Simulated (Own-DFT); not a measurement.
## Calculated data, SiC (4H silicon carbide, strained, atoms displaced)

Computed with Own-DFT development build. A calculation, not a measurement: plane-wave PBE density functional theory by an unreviewed code, no spin, of a simulated periodic cell, stress positive in tension, free energy of the whole cell less one offset for each atom, forces on such cells passed a denser k mesh, this cell's mesh not checked; offsets are fitted by least squares, one for each functional and potential file, so energies compare only between cells with the same atoms and settings and are not formation energies; the far tail of each file's local potential was reset to the Coulomb form; each entry is a single point on an unrelaxed cell, so the pressure reflects the starting lattice, mostly measured values (interpolated for alloys), from which strain is counted, and rises with the displacements; printed positions are rounded, which can move forces by about a meV/angstrom; the program, named Own-DFT, is a retired in-house code; no spin-orbit coupling.

Settings shared by all entries: functional PBE; potential files PseudoDojo norm-conserving, scalar-relativistic, standard set; wave cutoff 42 hartree; occupations Fermi-Dirac; smearing width 0.1 eV; hardware one NVIDIA H100; k mesh 5 x 5 x 3 centred on Gamma.

(1) SiC (4H silicon carbide, strained, atoms displaced)

```
SiC
1.0
      6.1066    -0.0100     0.1151
     -3.0619     5.2461    -0.0801
      0.1880    -0.0426    10.2153
Si C Si C Si C Si C Si C Si C Si C Si C
2 2 2 2 2 2 2 2 2 2 2 2 2 2 2 2
Direct
  0.99072 0.99929 0.40313
  0.17096 0.32772 0.15546
  0.97864 0.99999 0.09302
  0.16843 0.33844 0.34735
  0.01292 0.51946 0.41301
  0.17172 0.83742 0.14440
  0.00405 0.50243 0.09490
  0.17857 0.85164 0.34092
  0.49350 0.00819 0.40930
  0.67109 0.34820 0.16095
  0.50682 0.99079 0.09909
  0.65562 0.32897 0.33970
  0.49825 0.49744 0.40969
  0.65215 0.82420 0.15789
  0.49574 0.49814 0.09711
  0.67173 0.84054 0.34873
  0.00001 0.01283 0.90219
  0.84801 0.67342 0.65165
  0.00239 0.99752 0.59043
  0.83377 0.66202 0.83755
  0.00460 0.49475 0.90471
  0.82594 0.17203 0.65560
  0.99502 0.50035 0.58802
  0.85233 0.18747 0.83655
  0.50060 0.98022 0.90153
  0.31379 0.66705 0.66133
  0.50147 0.00537 0.59518
  0.34934 0.67249 0.84205
  0.51681 0.51713 0.90713
  0.32530 0.16259 0.66034
  0.49860 0.48469 0.59745
  0.34609 0.17848 0.83506
```

Results for SiC (4H silicon carbide, strained, atoms displaced): free energy of cell above offsets -2.157 eV; pressure 8.5 GPa; stress xx -9.92 GPa; stress yy -16.06 GPa; stress zz 0.47 GPa; stress yz -2.06 GPa; stress xz 5.13 GPa; stress xy -1.31 GPa; wall time 118 s.

Force:
| element | x (eV/Å) | y (eV/Å) | z (eV/Å) |
| --- | --- | --- | --- |
| Si | 1.429 | 1.051 | 0.766 |
| Si | -2.187 | 0.316 | 1.405 |
| C | 2.522 | -0.26 | -1.081 |
| C | -0.334 | 0.106 | -0.707 |
| Si | -0.667 | -1.019 | -3.354 |
| Si | -1.12 | 0.299 | 2.035 |
| C | 0.148 | -0.534 | -1.046 |
| C | -1.005 | -1.474 | -0.359 |
| Si | 1.404 | -0.313 | -0.251 |
| Si | 0.812 | -1.801 | -0.835 |
| C | -1.665 | 2.109 | -2.485 |
| C | 1.523 | 1.639 | 1.426 |
| Si | -0.368 | 0.513 | 0.545 |
| Si | 1.014 | 0.635 | 1.903 |
| C | 1.013 | -0.185 | -1.625 |
| C | -1.531 | -1.22 | -0.884 |
| Si | 1.551 | -0.808 | 0.097 |
| Si | -3.109 | -0.82 | 0.715 |
| C | -1.097 | 0.832 | 0.122 |
| C | 1.517 | 1.726 | 0.81 |
| Si | -0.886 | 2.508 | 1.293 |
| Si | 1.474 | -0.852 | -0.759 |
| C | 0.97 | -0.108 | 1.553 |
| C | -0.9 | -2.952 | 0.182 |
| Si | -0.908 | 4.973 | 1.546 |
| Si | 3.348 | -0.164 | -1.715 |
| C | -0.651 | -1.048 | -0.043 |
| C | -1.27 | -2.386 | -0.254 |
| Si | -0.147 | -2.345 | -0.233 |
| Si | 0.355 | 0.449 | -1.568 |
| C | -1.086 | 2.319 | -0.669 |
| C | -0.149 | -1.185 | 3.472 |

(2) SiC (4H silicon carbide, strained, atoms displaced)

```
SiC
1.0
      6.0553    -0.0790    -0.0767
     -3.0961     5.3339     0.0587
     -0.1253     0.0384    10.0242
Si C Si C Si C Si C Si C Si C Si C Si C
2 2 2 2 2 2 2 2 2 2 2 2 2 2 2 2
Direct
  0.99755 0.99907 0.40045
  0.17356 0.32679 0.15209
  0.99840 0.99294 0.09921
  0.16148 0.33145 0.34270
  0.00055 0.51195 0.40556
  0.16855 0.83276 0.16288
  0.01062 0.51157 0.09603
  0.16461 0.83451 0.34898
  0.48870 0.00070 0.40821
  0.66810 0.33217 0.15666
  0.49590 0.00778 0.10056
  0.68185 0.34540 0.34464
  0.50226 0.49912 0.39572
  0.68022 0.84715 0.15938
  0.50766 0.49280 0.10296
  0.65932 0.83255 0.33480
  0.99818 0.99587 0.90292
  0.81445 0.65598 0.65390
  0.00528 0.00896 0.59727
  0.82719 0.66985 0.85283
  0.00113 0.49685 0.90668
  0.84396 0.17794 0.65779
  0.98906 0.48562 0.59540
  0.80952 0.15864 0.84294
  0.49075 0.00107 0.90594
  0.35016 0.67117 0.66180
  0.48957 0.99283 0.59482
  0.33502 0.67456 0.84485
  0.47899 0.49643 0.91512
  0.34117 0.16372 0.65035
  0.50006 0.50126 0.59267
  0.31959 0.15318 0.84401
```

It finds free energy of cell above offsets -2.481 eV; pressure 12.48 GPa; stress xx -17.13 GPa; stress yy -12.6 GPa; stress zz -7.7 GPa; stress yz 1.75 GPa; stress xz -4.01 GPa; stress xy -7.19 GPa; wall time 113.7 s.

Force:
| element | x (eV/Å) | y (eV/Å) | z (eV/Å) |
| --- | --- | --- | --- |
| Si | -0.853 | 0.604 | 1.813 |
| Si | -1.498 | 0.69 | 1.497 |
| C | 0.783 | 1.111 | -1.727 |
| C | -0.063 | 0.342 | -0.321 |
| Si | 2.289 | -1.576 | 1.547 |
| Si | -0.18 | -0.043 | -0.596 |
| C | 0.508 | -1.654 | -0.473 |
| C | -0.853 | 0.373 | -0.939 |
| Si | 2.574 | 0.804 | -0.02 |
| Si | 1.533 | 0.474 | 0.509 |
| C | 1.448 | -0.912 | -1.472 |
| C | -2.145 | -1.911 | -0.426 |
| Si | -0.572 | 0.346 | 1.303 |
| Si | -1.915 | -1.604 | -1.611 |
| C | -1.607 | 1.828 | -1.533 |
| C | -0.287 | 0.372 | 3.011 |
| Si | -1.781 | -0.205 | 1.124 |
| Si | 3.211 | 2.128 | 1.756 |
| C | -0.696 | -1.587 | -1.354 |
| C | -0.163 | -1.843 | -1.481 |
| Si | -1.75 | 0.335 | 0.163 |
| Si | -0.593 | -2.597 | -0.04 |
| C | 0.353 | 3.463 | -0.475 |
| C | 2.721 | 1.344 | 0.534 |
| Si | -0.256 | -0.206 | 1.58 |
| Si | -2.103 | -1.119 | -1.202 |
| C | 1.752 | 0.534 | -0.538 |
| C | -0.11 | -0.974 | 0.59 |
| Si | 2.616 | -0.253 | -0.716 |
| Si | -1.408 | 0.421 | 1.547 |
| C | -1.213 | -1.028 | -1.411 |
| C | 0.258 | 2.342 | -0.64 |

(3) SiC (4H silicon carbide, strained, atoms displaced)

```
SiC
1.0
      6.2800    -0.1060     0.0015
     -3.2318     5.2878    -0.0695
      0.0024    -0.1296     9.9679
Si C Si C Si C Si C Si C Si C Si C Si C
2 2 2 2 2 2 2 2 2 2 2 2 2 2 2 2
Direct
  0.01047 0.00230 0.40474
  0.15144 0.31527 0.15075
  0.98651 0.98963 0.09723
  0.17090 0.33756 0.34887
  0.00653 0.50552 0.40138
  0.19287 0.84798 0.15198
  0.99005 0.50125 0.09862
  0.17484 0.83443 0.34701
  0.48397 0.98849 0.40366
  0.67297 0.32915 0.16170
  0.49495 0.00013 0.09604
  0.66348 0.34046 0.34707
  0.49342 0.49831 0.40945
  0.67769 0.84403 0.15625
  0.50747 0.51465 0.09466
  0.66337 0.82820 0.33459
  0.99869 0.98340 0.91079
  0.82184 0.66945 0.65581
  0.98674 0.99147 0.59882
  0.82500 0.66930 0.84633
  0.99960 0.50943 0.91196
  0.83054 0.16767 0.65542
  0.01071 0.49731 0.59442
  0.82832 0.16076 0.84230
  0.49949 0.98974 0.90510
  0.33505 0.66501 0.65834
  0.51630 0.01317 0.58434
  0.31651 0.67171 0.84100
  0.51351 0.51052 0.89273
  0.33205 0.16763 0.65521
  0.50547 0.50328 0.60916
  0.33712 0.17952 0.84352
```

The calculation gives: free energy of cell above offsets -1.045 eV; pressure 9.38 GPa; stress xx -0.86 GPa; stress yy -17.05 GPa; stress zz -10.23 GPa; stress yz -5.11 GPa; stress xz 0.79 GPa; stress xy -12.27 GPa; wall time 117.9 s.

Force:
| element | x (eV/Å) | y (eV/Å) | z (eV/Å) |
| --- | --- | --- | --- |
| Si | -1.696 | -0.786 | 0.618 |
| Si | 1.368 | 3.864 | 0.987 |
| C | 2.935 | 0.286 | -1.203 |
| C | -0.862 | -0.782 | -1.272 |
| Si | -0.549 | -1.452 | 1.63 |
| Si | -4.027 | -2.381 | 2.234 |
| C | 2.106 | 0.11 | -0.506 |
| C | -2.307 | -0.026 | -1.79 |
| Si | 3.69 | 2.31 | 0.003 |
| Si | -2.873 | 1.811 | -0.508 |
| C | 3.207 | 0.932 | -1.598 |
| C | 0.507 | -0.855 | 0.306 |
| Si | 1.287 | 1.11 | -0.23 |
| Si | -2.295 | -2.178 | -0.153 |
| C | -0.291 | -2.366 | -1.397 |
| C | 0.044 | 0.964 | 3.088 |
| Si | -0.918 | 3.749 | -0.862 |
| Si | 3.889 | -0.228 | 0.884 |
| C | 0.965 | 1.488 | -1.589 |
| C | 3.112 | -0.587 | -1.496 |
| Si | -0.705 | -1.897 | -1.05 |
| Si | 0.942 | 0.252 | 0.076 |
| C | -1.747 | 0.86 | -0.684 |
| C | 0.587 | 0.207 | 1.254 |
| Si | -0.859 | 2.77 | 0.082 |
| Si | -0.567 | 1.291 | -0.889 |
| C | -1.904 | -1.64 | 1.905 |
| C | 1.8 | -1.194 | 0.656 |
| Si | -3.539 | -0.782 | 3.833 |
| Si | 0.353 | -1.416 | 0.396 |
| C | -2.248 | -0.672 | -2.996 |
| C | 0.593 | -2.759 | 0.269 |

(4) SiC (4H silicon carbide, strained, atoms displaced)

```
SiC
1.0
      6.2193     0.1045    -0.0109
     -3.0192     5.2266     0.0469
     -0.0179     0.0782    10.2509
Si C Si C Si C Si C Si C Si C Si C Si C
2 2 2 2 2 2 2 2 2 2 2 2 2 2 2 2
Direct
  0.99414 0.00479 0.40609
  0.16616 0.33953 0.16167
  0.99396 0.01151 0.09328
  0.15628 0.32627 0.33980
  0.99736 0.49763 0.41358
  0.16335 0.83886 0.14914
  0.00031 0.50207 0.09386
  0.16756 0.83563 0.34155
  0.49282 0.99404 0.40742
  0.66716 0.33343 0.16057
  0.49978 0.99712 0.09510
  0.64392 0.31414 0.35199
  0.49637 0.51260 0.39983
  0.67376 0.83743 0.14696
  0.51068 0.51018 0.09243
  0.67200 0.81633 0.34613
  0.98699 0.99997 0.90571
  0.81980 0.65823 0.66419
  0.99156 0.99256 0.59197
  0.84142 0.68100 0.84731
  0.98298 0.49652 0.90359
  0.83318 0.16245 0.65412
  0.00453 0.48255 0.59344
  0.84251 0.17911 0.84651
  0.50485 0.99287 0.90274
  0.32519 0.65794 0.65501
  0.49859 0.01324 0.58667
  0.34189 0.68680 0.83912
  0.50302 0.50426 0.89595
  0.32750 0.16700 0.65525
  0.49798 0.50072 0.59718
  0.33348 0.16748 0.83601
```

Results for SiC (4H silicon carbide, strained, atoms displaced): free energy of cell above offsets -2.632 eV; pressure 2.24 GPa; stress xx 2.18 GPa; stress yy -13.35 GPa; stress zz 4.45 GPa; stress yz 2.45 GPa; stress xz -0.93 GPa; stress xy 7.08 GPa; wall time 135.6 s.

Force:
| element | x (eV/Å) | y (eV/Å) | z (eV/Å) |
| --- | --- | --- | --- |
| Si | 1.239 | -1.737 | 0.121 |
| Si | 0.6 | 0.496 | -1.822 |
| C | 1.407 | -0.082 | -0.814 |
| C | 0.098 | 1.611 | 1.36 |
| Si | -1 | -0.018 | -1.994 |
| Si | 0.517 | -0.215 | 1.327 |
| C | -0.658 | 0.06 | -0.529 |
| C | -0.424 | -0.53 | 0.306 |
| Si | 0.254 | -1.265 | -0.479 |
| Si | 0.008 | -0.024 | -0.023 |
| C | -0.688 | 0.604 | -1.068 |
| C | 1.299 | 2.832 | -1.549 |
| Si | 0.608 | -4.262 | 2.111 |
| Si | -0.661 | -0.423 | 2.237 |
| C | -0.753 | -1.485 | -0.766 |
| C | -1.392 | 4.166 | -1.943 |
| Si | 2.346 | 1.977 | 0.774 |
| Si | 1.183 | 0.438 | -1.973 |
| C | 0.567 | -0.088 | 0.403 |
| C | -1.244 | -1.545 | -1.028 |
| Si | 2.468 | 1.708 | 1.708 |
| Si | -0.914 | -1.033 | 0.404 |
| C | -1.601 | 1.965 | 0.76 |
| C | -1.362 | -1.586 | -1.701 |
| Si | -1.302 | 2.682 | 1.075 |
| Si | 0.213 | 1.902 | -0.084 |
| C | 0.757 | -1.723 | 1.634 |
| C | -0.43 | -3.286 | -0.14 |
| Si | -0.71 | -0.507 | 1.726 |
| Si | -0.077 | -0.586 | -0.716 |
| C | -0.141 | 0.148 | -0.929 |
| C | -0.208 | -0.198 | 1.611 |

(5) SiC (4H silicon carbide, strained, atoms displaced)

```
SiC
1.0
      6.2506     0.0238     0.0298
     -3.1046     5.3244     0.0777
      0.0486     0.1746    10.0596
Si C Si C Si C Si C Si C Si C Si C Si C
2 2 2 2 2 2 2 2 2 2 2 2 2 2 2 2
Direct
  0.02198 0.01525 0.41044
  0.16706 0.33086 0.15799
  0.99694 0.00857 0.08507
  0.18194 0.33521 0.33901
  0.99867 0.50138 0.40151
  0.15056 0.83745 0.15521
  0.01096 0.50216 0.08442
  0.18288 0.83527 0.34327
  0.49470 0.00632 0.40257
  0.69101 0.34673 0.14948
  0.48332 0.99290 0.09564
  0.66331 0.34330 0.34213
  0.47257 0.48309 0.41331
  0.67963 0.84359 0.15867
  0.50562 0.49293 0.10557
  0.69758 0.85209 0.34794
  0.99717 0.99556 0.90970
  0.82167 0.65193 0.65175
  0.99666 0.99924 0.59930
  0.83549 0.66732 0.83988
  0.01751 0.49799 0.89743
  0.83695 0.16252 0.65437
  0.00820 0.49656 0.59123
  0.82916 0.16879 0.83874
  0.49877 0.99692 0.90923
  0.33392 0.66747 0.65635
  0.50774 0.01854 0.60083
  0.33004 0.67421 0.83792
  0.51476 0.50682 0.90216
  0.34364 0.18134 0.66539
  0.49477 0.50251 0.59699
  0.32664 0.16465 0.84164
```

It finds free energy of cell above offsets -2.512 eV; pressure 1.95 GPa; stress xx 2.47 GPa; stress yy -1.55 GPa; stress zz -6.78 GPa; stress yz 5.21 GPa; stress xz 1.64 GPa; stress xy -0.56 GPa; wall time 120 s.

Force:
| element | x (eV/Å) | y (eV/Å) | z (eV/Å) |
| --- | --- | --- | --- |
| Si | -0.832 | -2.063 | 0.43 |
| Si | 0.975 | 0.966 | -1.444 |
| C | 0.367 | -0.203 | 2.47 |
| C | -2.963 | -0.068 | 0.648 |
| Si | -0.053 | -0.641 | 0.709 |
| Si | 2.092 | -0.26 | -0.245 |
| C | 0.026 | 0.479 | 1.136 |
| C | -2.164 | -0.1 | -0.368 |
| Si | 3.099 | 0.575 | 1.091 |
| Si | -1.924 | -1.957 | 1.006 |
| C | 1.634 | 0.92 | -0.141 |
| C | 0.98 | -0.048 | 0.137 |
| Si | 3.743 | 3.515 | -1.286 |
| Si | -1.865 | -1.378 | 0.499 |
| C | -0.551 | 1.561 | -2.604 |
| C | -1.999 | -0.978 | 0.049 |
| Si | -0.381 | 0.579 | -3.279 |
| Si | 1.253 | 1.581 | 0.187 |
| C | 1.643 | -0.048 | -0.93 |
| C | 0.855 | -0.169 | 0.434 |
| Si | -2.55 | -0.418 | 0.469 |
| Si | -0.768 | 0.238 | -0.008 |
| C | -0.8 | 0.423 | -0.3 |
| C | 0.866 | -0.55 | 1.397 |
| Si | -0.54 | 0.68 | -0.661 |
| Si | -0.705 | 1.445 | -0.696 |
| C | -0.165 | -1.321 | -1.682 |
| C | 2.373 | -0.132 | 1.017 |
| Si | -1.542 | -1.006 | 1.476 |
| Si | -0.821 | -2.307 | -1.684 |
| C | 0.106 | 0.03 | -0.419 |
| C | 0.613 | 0.656 | 2.592 |

(6) SiC (4H silicon carbide, strained, atoms displaced)

```
SiC
1.0
      6.0906     0.0652     0.1159
     -2.9888     5.3200     0.0157
      0.1893     0.1389     9.8814
Si C Si C Si C Si C Si C Si C Si C Si C
2 2 2 2 2 2 2 2 2 2 2 2 2 2 2 2
Direct
  0.98549 0.99630 0.41062
  0.16059 0.31765 0.14479
  0.99647 0.98646 0.09628
  0.17293 0.33942 0.33561
  0.99955 0.49992 0.40641
  0.14238 0.82907 0.15732
  0.00577 0.49820 0.09434
  0.17146 0.83725 0.32995
  0.49511 0.01629 0.40221
  0.68261 0.34030 0.15629
  0.49531 0.00696 0.09866
  0.65935 0.33973 0.34645
  0.50277 0.50266 0.41306
  0.66415 0.83300 0.15421
  0.49586 0.50150 0.09261
  0.66186 0.83320 0.34216
  0.00802 0.99472 0.90487
  0.83536 0.68100 0.64720
  0.99607 0.99961 0.59837
  0.83599 0.68349 0.84746
  0.98941 0.49673 0.90559
  0.83356 0.17445 0.66305
  0.99705 0.51126 0.59230
  0.82282 0.15326 0.83944
  0.49584 0.00030 0.89968
  0.33581 0.68643 0.65732
  0.50779 0.01090 0.59385
  0.31499 0.65176 0.84516
  0.49635 0.49317 0.90977
  0.33314 0.16983 0.66428
  0.48637 0.49876 0.59225
  0.33299 0.16784 0.84065
```

It finds free energy of cell above offsets -1.953 eV; pressure 11.87 GPa; stress xx -10.47 GPa; stress yy -5.02 GPa; stress zz -20.14 GPa; stress yz 5.54 GPa; stress xz 6.25 GPa; stress xy 4.65 GPa; wall time 129.4 s.

Force:
| element | x (eV/Å) | y (eV/Å) | z (eV/Å) |
| --- | --- | --- | --- |
| Si | 1.118 | 1.077 | -1.976 |
| Si | 0.379 | 1.161 | 2.47 |
| C | -2.388 | 1.733 | -2.465 |
| C | -0.326 | -1.065 | 1.583 |
| Si | 0.17 | 0.368 | -1.437 |
| Si | 4.586 | -0.771 | -1.462 |
| C | -0.534 | 0.175 | -0.907 |
| C | -1.093 | -0.233 | 5.242 |
| Si | 0.729 | -1.961 | -0.136 |
| Si | -2.451 | -1.066 | 0.141 |
| C | 0.269 | -0.307 | -1.612 |
| C | 2.043 | 0.564 | -0.5 |
| Si | -2.143 | 0.282 | -2.6 |
| Si | -1.501 | -0.441 | 0.155 |
| C | 1.223 | -0.317 | 0.272 |
| C | -0.054 | 0.469 | 1.079 |
| Si | -1.888 | 0.706 | 0.595 |
| Si | -1.071 | -2.083 | 2.294 |
| C | 0.339 | 2.026 | -0.738 |
| C | 0.13 | -2.625 | -1.486 |
| Si | -0.405 | -0.475 | -0.155 |
| Si | -0.018 | 0.296 | -3.05 |
| C | 1.19 | -0.414 | 0.536 |
| C | 0.806 | 1.507 | 2.735 |
| Si | 0.184 | -1.52 | 2.305 |
| Si | -0.151 | -1.87 | -0.459 |
| C | -0.575 | 0.333 | -0.045 |
| C | 1.101 | 1.547 | -0.061 |
| Si | -0.25 | 1.376 | -1.152 |
| Si | -0.486 | 0.229 | -3.414 |
| C | 0.765 | 0.771 | 2.026 |
| C | 0.301 | 0.528 | 2.222 |

(7) SiC (4H silicon carbide, strained, atoms displaced)

```
SiC
1.0
      6.1294     0.0882    -0.0857
     -2.9883     5.2708    -0.0070
     -0.1400    -0.0941    10.0709
Si C Si C Si C Si C Si C Si C Si C Si C
2 2 2 2 2 2 2 2 2 2 2 2 2 2 2 2
Direct
  0.99759 0.00300 0.41251
  0.14882 0.30943 0.16424
  0.00364 0.01155 0.08806
  0.16091 0.33891 0.34320
  0.99913 0.51103 0.40535
  0.16810 0.83491 0.16523
  0.00392 0.50669 0.09068
  0.15275 0.83204 0.34830
  0.49920 0.99977 0.40629
  0.66157 0.31396 0.15365
  0.47839 0.00387 0.08822
  0.66620 0.34182 0.35218
  0.50091 0.50865 0.40771
  0.68112 0.84416 0.15700
  0.49076 0.49275 0.08777
  0.65648 0.82275 0.33222
  0.99489 0.00233 0.90167
  0.83366 0.65816 0.65611
  0.00052 0.98882 0.59415
  0.84033 0.66930 0.83809
  0.00355 0.51628 0.91440
  0.82837 0.15714 0.65175
  0.99850 0.50307 0.59263
  0.82924 0.16052 0.84193
  0.49220 0.01420 0.90729
  0.33204 0.65992 0.65905
  0.50717 0.99834 0.60582
  0.33300 0.68026 0.84246
  0.49750 0.52354 0.91140
  0.35596 0.17916 0.66223
  0.49584 0.49788 0.59661
  0.33207 0.17104 0.85219
```

It finds free energy of cell above offsets -2.162 eV; pressure 7.7 GPa; stress xx -6.97 GPa; stress yy -7.26 GPa; stress zz -8.86 GPa; stress yz -2.98 GPa; stress xz -4.37 GPa; stress xy 7.31 GPa; wall time 127.8 s.

Force:
| element | x (eV/Å) | y (eV/Å) | z (eV/Å) |
| --- | --- | --- | --- |
| Si | -0.714 | 0.25 | -0.761 |
| Si | 0.743 | 4.333 | -2.185 |
| C | -0.082 | -2.914 | 0.827 |
| C | 0.472 | -0.72 | 1.494 |
| Si | 0.147 | -1.313 | 0.926 |
| Si | -0.851 | -0.28 | -1.836 |
| C | -0.352 | -1.089 | 2.794 |
| C | 1.461 | 1.286 | -0.357 |
| Si | -0.199 | 0.239 | 0.818 |
| Si | -1.163 | 3.558 | 0.415 |
| C | 2.45 | -1.672 | 1.693 |
| C | 0.312 | -1.443 | -1.625 |
| Si | -0.575 | -1.004 | -0.24 |
| Si | -1.559 | -1.793 | -2.828 |
| C | 0.417 | 0.881 | 2.876 |
| C | 0.131 | 1.737 | 3.394 |
| Si | 1.003 | 0.06 | 0.072 |
| Si | -0.595 | 0.972 | 0.065 |
| C | 0.062 | 1.075 | 0.39 |
| C | -1.748 | 0.09 | 1.545 |
| Si | 1.06 | -1.747 | -2.66 |
| Si | 1.657 | 1.386 | 1.481 |
| C | 1.211 | -1.18 | -0.356 |
| C | -1.363 | 1.739 | 0.476 |
| Si | 2.431 | -1.013 | -0.664 |
| Si | -1.046 | 0.767 | 0.256 |
| C | -1.035 | -0.999 | -2.92 |
| C | -0.766 | -0.301 | 0.781 |
| Si | 1.61 | -1.69 | -1.39 |
| Si | -1.999 | -1.737 | 0.416 |
| C | 0.728 | 0.549 | -0.888 |
| C | -1.846 | 1.972 | -2.011 |

(8) SiC (4H silicon carbide, strained, atoms displaced)

```
SiC
1.0
      6.0809    -0.0166     0.0578
     -3.0549     5.2716    -0.0505
      0.0943    -0.0407    10.0470
Si C Si C Si C Si C Si C Si C Si C Si C
2 2 2 2 2 2 2 2 2 2 2 2 2 2 2 2
Direct
  0.99258 0.00247 0.40879
  0.17229 0.33055 0.15614
  0.00978 0.00694 0.09350
  0.16211 0.33084 0.34032
  0.98912 0.50152 0.40753
  0.17507 0.83707 0.14739
  0.00016 0.50183 0.09381
  0.15762 0.82252 0.33115
  0.50138 0.98935 0.40134
  0.66038 0.33087 0.15654
  0.50614 0.00341 0.10439
  0.64782 0.31959 0.34140
  0.50870 0.50512 0.40621
  0.65907 0.81299 0.16003
  0.50492 0.51373 0.08857
  0.67153 0.83066 0.35059
  0.98627 0.01082 0.90629
  0.82622 0.65423 0.65170
  0.00423 0.00532 0.58681
  0.83061 0.65220 0.84923
  0.99702 0.49245 0.90971
  0.83835 0.15565 0.65084
  0.01382 0.51051 0.60370
  0.82783 0.16783 0.84491
  0.50798 0.99345 0.90984
  0.33114 0.64653 0.65289
  0.49689 0.00451 0.58821
  0.32186 0.67017 0.85055
  0.49308 0.50081 0.90811
  0.32139 0.15480 0.65391
  0.51648 0.50286 0.58980
  0.33403 0.15786 0.83581
```

Results for SiC (4H silicon carbide, strained, atoms displaced): free energy of cell above offsets -2.089 eV; pressure 12.36 GPa; stress xx -14.55 GPa; stress yy -14.2 GPa; stress zz -8.33 GPa; stress yz -2.94 GPa; stress xz 2.77 GPa; stress xy -1.94 GPa; wall time 116.3 s.

Force:
| element | x (eV/Å) | y (eV/Å) | z (eV/Å) |
| --- | --- | --- | --- |
| Si | 2.556 | 0.209 | -2.285 |
| Si | -1.46 | 0.897 | 0.085 |
| C | -0.935 | -1.08 | -0.476 |
| C | 0.145 | 0.773 | 1.44 |
| Si | 1.038 | -0.397 | -0.776 |
| Si | -1.436 | -0.786 | 0.998 |
| C | 0.354 | -0.962 | -0.003 |
| C | -0.079 | 0.898 | 2.445 |
| Si | -2.51 | 0.131 | 0.452 |
| Si | 0.773 | 1.343 | -0.033 |
| C | 1.1 | -0.72 | -2.368 |
| C | 1.245 | 0.967 | 0.499 |
| Si | -1.44 | -1.742 | -0.155 |
| Si | 0.655 | 4.24 | 0.624 |
| C | 0.339 | -3.374 | 0.897 |
| C | -0.345 | -0.532 | -1.822 |
| Si | 3.432 | -2.165 | -0.011 |
| Si | 1.42 | 1.908 | 2.808 |
| C | 0.208 | -1.797 | 1.164 |
| C | -1.642 | 1.853 | -1.261 |
| Si | -1.064 | 0.808 | 0.159 |
| Si | -2.805 | 1.435 | 1.142 |
| C | -1.204 | -2.533 | -2.761 |
| C | 0.611 | -0.28 | -1.488 |
| Si | -2.488 | 0.857 | 0.166 |
| Si | 0.665 | 3.418 | 1.516 |
| C | 1.512 | -1.52 | 0.279 |
| C | 2.361 | -1.143 | -1.647 |
| Si | 0.641 | -0.709 | -1.857 |
| Si | 1.7 | 1.252 | 0.06 |
| C | -2.196 | -1.847 | -0.014 |
| C | -1.152 | 0.601 | 2.223 |
